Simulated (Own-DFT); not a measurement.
# Computed records: SiC (4H silicon carbide, strained, atoms displaced), GaP (zincblende, strained, atoms displaced)

A calculation, not a measurement: plane-wave PBE density functional theory by an unreviewed code, no spin, of a simulated periodic cell, stress positive in tension, free energy of the whole cell less one offset for each atom, forces on such cells passed a denser k mesh, this cell's mesh not checked; offsets are fitted by least squares, one for each functional and potential file, so energies compare only between cells with the same atoms and settings and are not formation energies; the far tail of each file's local potential was reset to the Coulomb form; each entry is a single point on an unrelaxed cell, so the pressure reflects the starting lattice, mostly measured values (interpolated for alloys), from which strain is counted, and rises with the displacements; printed positions are rounded, which can move forces by about a meV/angstrom; the program, named Own-DFT, is a retired in-house code; no spin-orbit coupling. Program: Own-DFT development build.

Settings shared by all entries: functional PBE; potential files PseudoDojo norm-conserving, scalar-relativistic, standard set; wave cutoff 42 hartree; occupations Fermi-Dirac; smearing width 0.1 eV; hardware one NVIDIA H100.

(1) 
```xyz
72
Lattice="9.0674 0.0668 0.1567 -4.4759 7.9710 -0.0414 0.1706 0.0465 10.0174" Properties=species:S:1:pos:R:3:force_x:R:1:force_y:R:1:force_z:R:1 formula=SiC k_mesh=4_x_4_x_3_centred_on_Gamma free_energy_of_cell_above_offsets=-5.982 pressure=10.93 stress_xx=-16.26 stress_yy=-5.7 stress_zz=-10.83 stress_yz=1.79 stress_xz=5.25 stress_xy=3.23 wall_time=344.2
Si     0.0741     0.0490     4.0855      0.887     -1.142      0.582
Si    -0.0561     1.7933     1.5792      3.679     -1.128      0.164
C     -4.3882     7.9311     0.8631     -2.592       2.48     -0.919
C      0.1022     1.7483     3.4604     -0.538      1.038      -0.14
Si    -1.4159     2.6827     4.0898     -0.172     -0.143     -0.545
Si    -1.3963     4.4503     1.6177      -1.14     -0.375      -1.15
C     -1.4185     2.6754     0.9469      -2.71      0.286     -0.431
C     -1.2757     4.4142     3.4197     -2.874      0.178      1.052
Si     6.1093     5.4099     4.1817      1.225     -0.881     -0.064
Si    -2.9752     7.1569     1.5145      2.548     -2.527      0.187
C      6.1366     5.3170     1.0623     -0.811       1.32      0.718
C     -2.9255     7.0762     3.3524      0.052      0.494      1.541
Si    -1.4543     7.9254     4.1643      1.565      0.779     -1.969
Si     3.0848     1.8113     1.6654     -0.488      0.168     -1.219
C      3.0952     0.0458     1.0084     -1.095      0.298      0.519
C      3.1370     1.8132     3.4991      -1.67     -1.833      0.414
Si     1.6294     2.6680     4.0754     -0.806      0.228      0.902
Si     1.5131     4.4500     1.6336      0.805      0.683     -0.017
C      1.5662     2.7487     0.9886      -0.75     -2.209      0.488
C      1.5990     4.4404     3.5379      0.818      0.043      -1.32
Si     0.1403     5.3474     4.0579     -0.463      1.028      1.813
Si     0.1044     7.1279     1.6331     -1.427     -1.453     -0.241
C      0.0399     5.3332     0.9559      0.438      0.578      0.449
C      0.0978     7.1133     3.4451      0.754      0.211      1.699
Si     6.2154     0.0831     4.1984     -2.065     -1.049     -1.346
Si     6.0801     1.7915     1.7920     -0.161       0.43     -2.626
C      1.5730     7.9286     1.1065       0.75      3.181     -2.466
C      6.0687     1.8190     3.5891      1.505      0.772      0.711
Si     4.5362     2.6923     4.1044      2.057      0.875      1.701
Si     4.5532     4.4954     1.7177      0.479     -0.133     -1.709
C      4.5570     2.7148     1.0051      1.044     -0.364      1.156
C      4.5699     4.4768     3.5722      1.253     -0.287     -0.263
Si     3.1003     5.3958     4.0800     -0.388      0.426      0.498
Si     3.1085     7.1875     1.6107      0.965      -1.74      0.474
C      3.0110     5.3732     1.0158      1.116      0.223       1.08
C      3.2324     7.1715     3.4899      -1.15     -0.128       0.29
Si     0.1398     0.1115     9.0353      0.871     -1.515      0.301
Si     4.6972     6.2025     6.6660     -0.855      1.956      0.433
C      0.1937     0.0383     6.0103     -1.613     -0.926     -1.537
C      4.7231     6.3392     8.5860      0.366     -0.553     -0.613
Si    -2.8194     5.3692     9.0439     -1.037     -0.722      0.562
Si     6.1496     3.5671     6.7078      0.757      2.452     -0.252
C     -2.8598     5.3847     5.8987      0.529     -1.424      0.057
C      6.2295     3.6391     8.5678     -0.274      0.443      -0.11
Si    -1.3494     2.7673     9.0860      1.107     -1.925      -0.58
Si     7.6642     0.9495     6.6510      0.468      0.852      1.143
C      7.6327     2.7905     6.0830      1.954     -1.211      0.314
C      7.7018     0.9375     8.5973     -1.056        2.2     -0.442
Si     6.1664     0.0994     9.1641       0.66     -0.265      1.475
Si     1.7059     6.3060     6.6953     -2.107      0.185     -1.157
C      6.1395     0.0832     5.9999       0.79     -0.105      1.282
C      1.6372     6.3830     8.5056      1.102     -2.677      1.031
Si     3.2834     5.3811     9.2012     -1.917      1.073     -0.677
Si     3.1557     3.6241     6.5628     -0.368      0.574      1.659
C      3.0699     5.4351     5.9227       2.33     -1.064      1.297
C      3.1433     3.6631     8.5745      2.536     -0.603     -1.814
Si     4.8033     2.6760     9.1618     -2.415      1.164       0.26
Si     4.6465     0.9981     6.6182      0.613     -0.743       0.74
C      4.6985     2.7321     6.0281     -1.644      0.094     -0.766
C      4.6679     0.9246     8.5301       0.12      1.217     -0.441
Si     3.1748     0.1083     9.2175     -0.488      -1.68     -2.148
Si    -1.2799     6.2792     6.5918     -2.302     -0.574       1.01
C     -1.2462     7.9959     5.9785     -2.183      1.084      0.137
C     -1.3214     6.1448     8.4758      0.445       2.58     -0.124
Si     0.1665     5.3149     9.1430      1.169      0.416     -1.316
Si     0.1847     3.6278     6.5977     -1.475     -0.107     -0.848
C      0.1049     5.4012     6.0043       2.69     -1.089     -1.261
C      0.2375     3.5181     8.4103     -1.026      1.295      1.978
Si     1.7330     2.7203     9.1508      -0.84     -0.581      -0.55
Si     1.6278     0.9537     6.6523      1.231     -0.121      -2.81
C      1.6398     2.7081     5.9852      0.477     -0.471     -1.024
C      1.6672     0.9390     8.3736      0.745      0.444      4.778
```

Units: free_energy_of_cell_above_offsets in eV; pressure, stress_xx, stress_yy, stress_zz, stress_yz, stress_xz, stress_xy in GPa; wall_time in s; force_x, force_y, force_z in eV/Å.

(2) 
```xyz
64
Lattice="10.8620 0.0000 0.0000 0.0000 10.8620 0.0000 0.0000 0.0000 10.9361" Properties=species:S:1:pos:R:3:force_x:R:1:force_y:R:1:force_z:R:1 formula=GaP k_mesh=3_x_3_x_3_centred_on_Gamma free_energy_of_cell_above_offsets=-33.063 pressure=3.67 stress_xx=-3.88 stress_yy=-3.73 stress_zz=-3.4 stress_yz=0.38 stress_xz=-0.11 stress_xy=-0.2 wall_time=521
Ga     0.0313     0.0096    10.8770      0.038      0.622      0.526
Ga    10.7881     2.6586     2.8321      2.186      0.828     -1.097
Ga     2.7008     0.0655     2.7476      0.138     -0.906     -0.334
Ga     2.6787     2.7230     0.0257      1.241      0.914     -1.044
P      1.4825     1.4043     1.2576     -2.154     -1.023      1.875
P      1.4226     4.1227     4.1411     -0.765      -1.07     -0.032
P      4.1009     1.3143     4.1307     -1.097      1.829     -1.529
P      4.0500     4.0672     1.3695      0.105      0.552     -0.446
Ga    10.8585     0.0421     5.4693      0.019     -0.214     -0.364
Ga    10.8304     2.7618     8.2376      0.531     -1.273     -0.003
Ga     2.6818    10.8184     8.1913      -0.11      0.047      0.179
Ga     2.7940     2.7242     5.4927     -0.484     -0.259     -0.164
P      1.3986     1.3136     6.8110      -0.47      0.995      0.328
P      1.3474     4.0557     9.5746      0.155       0.15     -0.131
P      3.9790     1.3049     9.5874      0.535      0.515     -0.285
P      4.0708     4.1148     6.8172      0.194     -0.855      1.012
Ga     0.0311     5.3766     0.0304     -0.592      0.585      0.015
Ga     0.0159     8.1553     2.7516     -0.339     -0.179     -0.493
Ga     2.6858     5.4043     2.7225      0.839      0.331      0.272
Ga     2.7919     8.1651     0.0587     -0.466     -0.674     -0.666
P      1.4276     6.7617     1.3952     -0.879      0.502     -0.415
P      1.3694     9.4345     4.1420     -0.777      1.559     -0.913
P      4.1379     6.7785     4.1262     -0.856      0.238     -0.503
P      4.1173     9.4402     1.3715      -0.14      1.527      0.365
Ga     0.0092     5.3990     5.5061      0.011      0.634     -0.673
Ga    10.8549     8.1773     8.2348      0.143      0.014     -0.434
Ga     2.6397     5.4075     8.1445      0.371      0.318      0.431
Ga     2.7053     8.1892     5.3829      1.028     -0.795      1.179
P      1.3476     6.8095     6.7900     -0.092      0.499      0.309
P      1.3532     9.5066     9.6188      0.475     -0.646     -0.334
P      4.0868     6.6983     9.6008     -0.934      0.731     -0.799
P      4.0487     9.5767     6.8218      0.588     -0.892     -0.224
Ga     5.4390     0.0640    10.9287     -0.218     -0.771     -0.077
Ga     5.4012     2.8325     2.7480     -0.222     -1.336     -0.325
Ga     8.1147    10.8072     2.7872     -0.158      1.015     -1.757
Ga     8.1148     2.7652     0.0525      0.037     -0.794      -0.72
P      6.7146     1.4229     1.3246      0.474     -0.212      1.056
P      6.7224     4.1128     4.0498      0.979     -0.024      0.667
P      9.4921     1.3164     3.9621     -0.554     -0.307      2.258
P      9.5058     3.9364     1.4120      0.361      1.343     -0.141
Ga     5.3720     0.1427     5.4079      1.061     -1.725      1.247
Ga     5.4650     2.6208     8.2359     -0.711      0.899      0.392
Ga     8.1642    10.8082     8.1243     -1.514      1.027      1.433
Ga     8.1471     2.7450     5.4416      0.046     -0.054     -0.239
P      6.7318     1.3947     6.7907      1.055     -0.328      0.125
P      6.8039     4.1099     9.6053     -0.127     -0.576     -0.475
P      9.4891     1.3285     9.5702     -0.399      0.502     -0.237
P      9.5925     4.0573     6.8464     -1.121     -0.048     -0.333
Ga     5.4573     5.4729    10.9156      0.207     -0.255      0.929
Ga     5.4097     8.2472     2.8258      0.638     -0.882     -0.444
Ga     8.1442     5.3974     2.6843     -0.316      0.197     -0.305
Ga     8.2341     8.1366    10.8934     -0.412      0.753      0.987
P      6.8251     6.8622     1.3539     -0.211     -0.198      0.341
P      6.7927     9.6154     4.0801     -0.422     -1.054      1.539
P      9.4583     6.7406     4.0521      0.616       0.32      0.557
P      9.5299     9.6489     1.3660       0.13     -1.387     -0.015
Ga     5.3590     5.3672     5.4415      1.071      0.886      0.426
Ga     5.4099     8.0896     8.2157      0.147      0.337     -0.157
Ga     8.1549     5.3729     8.1801     -0.015      0.384     -0.065
Ga     8.2408     8.1937     5.4999     -0.784     -0.308     -0.578
P      6.8526     6.7846     6.8245      -0.64     -0.179     -0.349
P      6.7912     9.4558     9.6307     -0.133       0.62     -0.822
P      9.4421     6.8449     9.5117      1.132     -1.329      0.236
P      9.4661     9.6026     6.8529       1.56      -1.12     -0.758
```

Units: free_energy_of_cell_above_offsets in eV; pressure, stress_xx, stress_yy, stress_zz, stress_yz, stress_xz, stress_xy in GPa; wall_time in s; force_x, force_y, force_z in eV/Å.

(3) 
```xyz
64
Lattice="10.8620 0.0000 0.0000 0.0000 10.8620 0.0000 0.0000 0.0000 10.9361" Properties=species:S:1:pos:R:3:force_x:R:1:force_y:R:1:force_z:R:1 formula=GaP k_mesh=3_x_3_x_3_centred_on_Gamma free_energy_of_cell_above_offsets=-33.278 pressure=3.59 stress_xx=-3.83 stress_yy=-3.71 stress_zz=-3.24 stress_yz=-0.7 stress_xz=0.56 stress_xy=-0.06 wall_time=530.9
Ga     0.0207     0.0007     0.0945     -0.469     -0.014     -0.622
Ga     0.0400     2.7335     2.6722      -0.13     -0.336      0.843
Ga     2.7084    10.8485     2.6838      0.327     -0.134      1.717
Ga     2.7378     2.7249    10.8554     -0.328      0.013      0.883
P      1.4162     1.3125     1.4341     -0.471      1.079     -1.224
P      1.3291     4.1431     4.1122      -0.02     -0.738        0.2
P      4.1092     1.4868     4.0762     -0.597     -1.309      0.105
P      4.0489     4.1088     1.4420      -0.11     -0.613     -0.825
Ga    10.8286    10.8127     5.4397      0.211      0.033      0.603
Ga     0.0581     2.7901     8.3025     -1.232     -0.926     -1.234
Ga     2.7235    10.8240     8.1956     -0.182      0.818     -0.151
Ga     2.6823     2.7186     5.5206     -0.186      0.015     -0.649
P      1.2717     1.3892     6.8065      0.443     -0.571       0.55
P      1.3488     4.0791     9.5284       0.85      1.368      1.321
P      4.1103     1.3477     9.6311     -0.038       0.15     -1.064
P      4.0673     4.0274     6.8218      0.163      0.769      0.315
Ga    10.8404     5.5214     0.0764      0.127     -0.971     -0.958
Ga     0.0629     8.0690     2.6863     -0.755      1.134      0.338
Ga     2.7112     5.4202     2.7728     -0.123      0.623      0.198
Ga     2.7210     8.1675     0.0485      -0.18     -0.489     -0.774
P      1.3357     6.7719     1.3631      1.294      0.013       0.07
P      1.2930     9.4529     4.1288      1.343      -0.05     -0.387
P      4.0850     6.7845     4.1479      1.125     -0.469     -1.571
P      4.0278     9.4992     1.3721      0.749      0.218          0
Ga    10.8375     5.4257     5.5302      0.745      1.364     -0.461
Ga    10.8453     8.1929     8.2515     -0.074     -0.406     -0.679
Ga     2.8114     5.4776     8.2278     -0.531     -0.259     -0.509
Ga     2.8485     8.0696     5.4348     -1.414      1.106       0.49
P      1.4632     6.8762     6.8646     -0.961     -0.705      0.071
P      1.3674     9.4982     9.5529     -0.155      0.359      0.827
P      4.1243     6.8296     9.5467      0.136      0.095      0.683
P      4.0701     9.4626     6.8497     -0.158     -0.079      0.261
Ga     5.4404     0.0108     0.0291      -0.36     -0.168      0.126
Ga     5.4760     2.7454     2.6785      0.473      0.079      0.412
Ga     8.1607    10.7672     2.8201     -0.139      0.929     -0.665
Ga     8.1251     2.6803    10.8950      0.224      0.463       0.57
P      6.8220     1.3080     1.3429      0.159      0.326      0.815
P      6.7966     4.1221     4.2139      1.178     -0.956     -2.045
P      9.5238     1.2524     4.0935     -0.067      1.421     -0.402
P      9.5483     4.1134     1.3831     -0.785     -0.583     -0.355
Ga     5.3043    10.7973     5.4954      0.854      0.929     -0.727
Ga     5.4668     2.8258     8.2398     -0.832     -1.645     -0.872
Ga     8.1516    10.8567     8.2076     -0.306      0.561     -0.852
Ga     8.1436     2.6611     5.4568        0.5      0.098      0.138
P      6.7259     1.3846     6.7817       0.14     -0.465       0.71
P      6.7847     4.0399     9.5288      0.248      0.627      1.308
P      9.4432     1.3858     9.5509      1.267     -0.346      0.185
P      9.5500     4.1236     6.8141     -0.982     -1.018      0.802
Ga     5.3758     5.3381    10.9359       0.26      0.786     -0.234
Ga     5.4983     8.2132     2.6662      -0.49     -0.551      0.549
Ga     8.2075     5.4641     2.7596     -0.773      0.142          0
Ga     8.1984     8.1217     0.0368      -0.72      0.308     -0.755
P      6.7438     6.8117     1.2912      0.402     -0.795      0.429
P      6.8370     9.4851     4.1059     -1.424      0.142      0.418
P      9.5159     6.8825     4.0853      0.706     -1.379     -0.071
P      9.4186     9.4880     1.4040      1.343     -0.165     -0.121
Ga     5.4637     5.3651     5.4138     -0.952      1.234      1.557
Ga     5.5360     8.2293     8.2287       -0.8     -0.023      0.167
Ga     8.0457     5.3861     8.1826      0.917      0.835     -0.341
Ga     8.1673     8.1125     5.3652     -0.453       0.28      1.255
P      6.7563     6.8912     6.8691      0.487     -1.153     -0.929
P      6.7711     9.6158     9.5592      0.686     -0.865      0.751
P      9.5121     6.7678     9.6010     -0.411      0.031     -0.657
P      9.4495     9.4925     6.7937      0.253      -0.17      0.471
```

Units: free_energy_of_cell_above_offsets in eV; pressure, stress_xx, stress_yy, stress_zz, stress_yz, stress_xz, stress_xy in GPa; wall_time in s; force_x, force_y, force_z in eV/Å.

(4) 
```xyz
64
Lattice="10.8620 0.0000 0.0000 0.0000 10.8620 0.0000 0.0000 0.0000 10.9439" Properties=species:S:1:pos:R:3:force_x:R:1:force_y:R:1:force_z:R:1 formula=GaP k_mesh=3_x_3_x_3_centred_on_Gamma free_energy_of_cell_above_offsets=-35.063 pressure=3.14 stress_xx=-3.33 stress_yy=-3.32 stress_zz=-2.78 stress_yz=0.3 stress_xz=0.47 stress_xy=0.13 wall_time=504.3
Ga     0.0060     0.0210     0.0576      0.016     -0.268     -0.362
Ga     0.0147     2.6429     2.7632     -0.121      1.118     -0.244
Ga     2.6961     0.0048     2.7608      0.216     -0.086      0.301
Ga     2.7128     2.7377    10.9425      0.197     -0.187      0.393
P      1.3612     1.3361     1.4247      0.219      0.448     -0.624
P      1.3399     4.1218     4.0962     -0.092     -0.856      0.505
P      4.1362     1.3535     4.0828     -0.693     -0.185       0.59
P      4.0897     4.0872     1.4135     -0.296      0.078     -0.396
Ga    10.8384    10.8433     5.4467      0.365      0.538       0.32
Ga     0.0066     2.7387     8.1887     -0.036     -0.267      0.302
Ga     2.7379    10.8480     8.2332     -0.262      0.121      0.051
Ga     2.7440     2.6971     5.4854      0.118      0.443     -0.325
P      1.3843     1.4003     6.8552      -0.24     -0.756     -0.169
P      1.4028     4.0708     9.5485     -0.713      0.041      0.427
P      4.0952     1.3725     9.5958     -0.414      0.132     -0.171
P      4.1072     4.1083     6.8539     -0.147     -0.534     -0.234
Ga     0.0318     5.4254     0.0554     -0.119     -0.008     -0.828
Ga     0.0083     8.1085     2.7741       0.28      -0.08     -0.552
Ga     2.6425     5.4157     2.7429      0.881      0.379     -0.042
Ga     2.7002     8.1802    10.9211      0.529     -0.409      0.381
P      1.3980     6.7732     1.3277     -0.262      0.467      0.483
P      1.3216     9.4973     4.0897      0.355      0.165      0.121
P      4.0752     6.8555     4.0893     -0.294      -1.15     -0.002
P      4.0266     9.5374     1.3851      0.105     -0.239      -0.23
Ga     0.0030     5.4743     5.4900      0.362     -0.339      0.412
Ga    10.8144     8.1313     8.2466      0.717      0.523      -0.56
Ga     2.7476     5.3939     8.2277     -0.147      0.807     -0.443
Ga     2.6983     8.1295     5.4193      0.345      0.841      0.294
P      1.3948     6.8643     6.8044     -0.368      -0.85      0.896
P      1.3653     9.4729     9.6328     -0.583      0.746     -0.694
P      4.0641     6.8165     9.5628      0.131     -0.276      0.358
P      4.0708     9.5347     6.8385      0.026     -0.573     -0.018
Ga     5.3777     0.0177     0.0050        0.5     -0.164      0.302
Ga     5.4040     2.6950     2.7329       0.34      0.512      0.101
Ga     8.1545    10.8390     2.7557     -0.172      -0.08      0.129
Ga     8.1364     2.7099     0.0010      0.084       -0.2       0.15
P      6.7537     1.3575     1.4312      0.502     -0.249     -0.712
P      6.8087     4.0795     4.0879     -0.565     -0.163      0.308
P      9.4999     1.4083     4.1199     -0.082     -0.941     -0.127
P      9.4973     4.1129     1.3603      0.148     -0.747      0.274
Ga     5.4592     0.0117     5.5126     -0.115      0.085      0.056
Ga     5.4459     2.7317     8.2327     -0.292      0.284      0.155
Ga     8.1028     0.0242     8.1998      0.304     -0.684      0.308
Ga     8.1729     2.7310     5.4335     -0.641      -0.08      0.627
P      6.7681     1.3783     6.9298      0.332      0.267     -1.207
P      6.7984     4.0808     9.5875      0.077      0.021      0.018
P      9.5060     1.3158     9.5581      0.143      0.465      0.305
P      9.5068     4.0443     6.8217      0.103      0.494       0.01
Ga     5.4512     5.4382     0.0032     -0.209      0.232      0.131
Ga     5.3693     8.1349     2.7058      0.269      0.577      0.026
Ga     8.1312     5.4115     2.7549      0.423      0.545      0.009
Ga     8.1607     8.1094     0.0072      0.055      0.366      0.118
P      6.7830     6.8224     1.4216      0.145     -0.384       -0.4
P      6.7241     9.4781     4.1287      0.551      0.122     -0.286
P      9.5658     6.7923     4.1501     -0.943     -0.209     -0.532
P      9.5593     9.4798     1.4034     -0.584     -0.017     -0.141
Ga     5.4316     5.4484     5.4800     -0.106     -0.014      -0.47
Ga     5.4670     8.1267     8.2279     -0.559      0.432     -0.149
Ga     8.1422     5.4092     8.1709       0.08      0.039       0.23
Ga     8.1735     8.1590     5.4431     -0.471     -0.204       0.47
P      6.7263     6.7506     6.8785      1.033      0.483     -0.563
P      6.7640     9.4832     9.6114      0.314       0.29      0.018
P      9.5188     6.7934     9.5448     -0.329     -0.764      0.537
P      9.5161     9.5264     6.8273     -0.405     -0.099      0.363
```

Units: free_energy_of_cell_above_offsets in eV; pressure, stress_xx, stress_yy, stress_zz, stress_yz, stress_xz, stress_xy in GPa; wall_time in s; force_x, force_y, force_z in eV/Å.
